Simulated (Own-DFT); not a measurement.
# How strain changes the stress of wurtzite AlN, 128 atoms (Al64N64)

Calculated results; nothing here was measured. The program, named Own-DFT, is a retired in-house plane-wave density functional code that no person has reviewed. Each row is one single-point run on a periodic cell that was not relaxed, without spin or spin-orbit coupling.

Settings of every run: PBE; PseudoDojo norm-conserving scalar-relativistic files; cutoff 42 hartree; 3 x 3 x 3 k mesh centred on Gamma; Gaussian smearing of 0.01 eV.

Known limits: k mesh not checked against a denser one; stress not checked against mesh or cutoff.

Unstrained cell vectors in Å: (12.448, 0.000, 0.000); (-6.224, 10.780, 0.000); (0.000, 0.000, 9.964). The unstrained cell has measured lattice constants (interpolated for alloys), not those of this functional. That, the random moves and any unrelaxed bonds set the pressure at no strain. Each run strains this cell uniformly, with the atoms carried along. Every atom was also moved at random, by a Gaussian of width 0.05 Å on each axis. Strain is the symmetric tensor, in per cent. Stress is positive in tension, and the pressure is minus a third of its trace.

| run | e_xx (%) | e_yy (%) | e_zz (%) | e_yz (%) | e_xz (%) | e_xy (%) | s_xx (GPa) | s_yy (GPa) | s_zz (GPa) | s_yz (GPa) | s_xz (GPa) | s_xy (GPa) | P (GPa) | E (meV/atom) |
|---|---|---|---|---|---|---|---|---|---|---|---|---|---|---|
| 1 | 0.54 | -0.52 | 1.81 | 0.08 | 1.88 | 1.59 | -3.35 | -5.55 | 1.94 | -0.18 | 4.53 | 5.17 | 2.32 | 22.0 |
| 2 | 0.71 | -0.68 | -0.08 | 0.69 | 1.58 | -0.59 | -2.55 | -8.05 | -7.16 | 2.16 | 3.90 | -1.76 | 5.92 | 14.9 |
| 3 | -0.79 | -0.66 | -0.45 | 0.31 | 1.50 | -1.56 | -9.45 | -10.75 | -10.33 | 1.07 | 3.72 | -6.13 | 10.18 | 28.3 |
| 4 | 0.68 | 0.23 | 1.69 | -1.07 | -0.79 | 0.54 | -0.07 | -3.53 | 2.24 | -3.34 | -2.07 | 1.88 | 0.45 | 0.0 |
| 5 | -1.45 | -1.13 | -1.84 | -0.84 | 1.28 | 0.01 | -15.68 | -14.50 | -17.76 | -2.96 | 2.99 | 1.09 | 15.98 | 46.4 |
| 6 | -0.98 | -1.83 | 0.79 | 0.73 | -1.12 | 0.33 | -10.73 | -16.04 | -5.08 | 1.08 | -3.17 | 0.30 | 10.62 | 27.1 |
| 7 | -1.28 | 1.84 | -0.11 | -0.32 | -0.50 | -1.87 | -9.90 | 1.07 | -5.94 | -0.61 | -0.74 | -7.07 | 4.92 | 14.7 |
| 8 | -0.95 | -1.12 | -0.33 | 1.63 | 0.90 | 1.62 | -11.78 | -12.59 | -9.19 | 4.13 | 2.09 | 6.80 | 11.19 | 27.7 |
| 9 | -0.49 | -0.70 | 1.23 | -0.07 | 0.40 | 1.40 | -8.08 | -8.92 | -1.45 | -0.70 | 1.07 | 5.40 | 6.15 | 20.8 |
| 10 | 1.52 | 1.38 | 0.80 | -0.23 | -0.61 | -1.82 | 1.70 | 2.17 | 0.35 | -0.29 | -1.03 | -6.33 | -1.41 | 13.4 |
| 11 | -0.97 | 0.44 | -1.55 | -0.12 | -1.72 | -1.35 | -11.90 | -5.50 | -14.28 | -0.89 | -5.02 | -5.31 | 10.56 | 31.4 |
| 12 | -0.80 | -0.36 | 0.92 | -0.48 | 1.65 | -0.82 | -8.33 | -8.95 | -1.48 | -0.80 | 4.35 | -3.05 | 6.25 | 12.1 |
| 13 | 1.06 | 0.04 | 1.57 | -0.46 | -0.35 | -0.27 | 0.78 | -3.20 | 1.61 | -1.40 | -1.01 | -0.17 | 0.27 | 1.0 |
| 14 | -0.93 | -0.08 | 1.85 | 0.14 | -0.98 | 1.34 | -9.17 | -6.52 | 2.31 | -0.48 | -1.94 | 5.83 | 4.46 | 23.6 |
| 15 | -0.88 | -0.17 | 0.26 | 1.71 | -0.38 | -1.52 | -10.35 | -6.41 | -5.73 | 3.72 | -1.25 | -7.24 | 7.50 | 18.6 |
| 16 | -1.65 | -0.69 | -1.10 | -0.26 | 1.52 | 0.07 | ? | ? | ? | ? | ? | ? | ? | ? |

E is the free energy for each atom above the lowest run shown.

## Worked fit

Each stress component was fitted by least squares to a constant and the strains of the runs shown, as fractions, with shears doubled. Shear strains stay in the fit of a normal stress only where such slopes are resolved. The slopes, in GPa:

| stress | at no strain | per e_xx | per e_yy | per e_zz | scatter |
|---|---|---|---|---|---|
| s_xx | -6.0 | 454 ± 29 | 73 ± 25 | 92 ± 23 | 0.84 |
| s_yy | -5.9 | 126 ± 25 | 473 ± 21 | 58 ± 19 | 0.72 |
| s_zz | -6.4 | 47 ± 17 | 109 ± 15 | 500 ± 14 | 0.51 |

Each shear stress against twice its own strain: yz 134 ± 6, xz 131 ± 4, xy 206 ± 12 GPa. These are stiffnesses along x, y and z of the frame in which the cell vectors are given, which need not be the crystal's axes. The atoms are held to the strained lattice; where symmetry lets them move under strain, relaxing them would lower some slopes. The table should be nearly symmetric about its diagonal, and what it lacks of that shows the noise. A ninth of its sum, 215 ± 3 GPa, estimates the bulk modulus near the mean pressure of these runs, 6.4 GPa, so it lies above the value at zero pressure.

## Withheld run

Question: what normal stresses and pressure should run 16 give?

The fit gives s_xx = -15.0, s_yy = -11.9, s_zz = -13.5 and P = 13.4 GPa. The calculation gave -15.15, -12.35, -14.29 and P = 13.93 GPa.
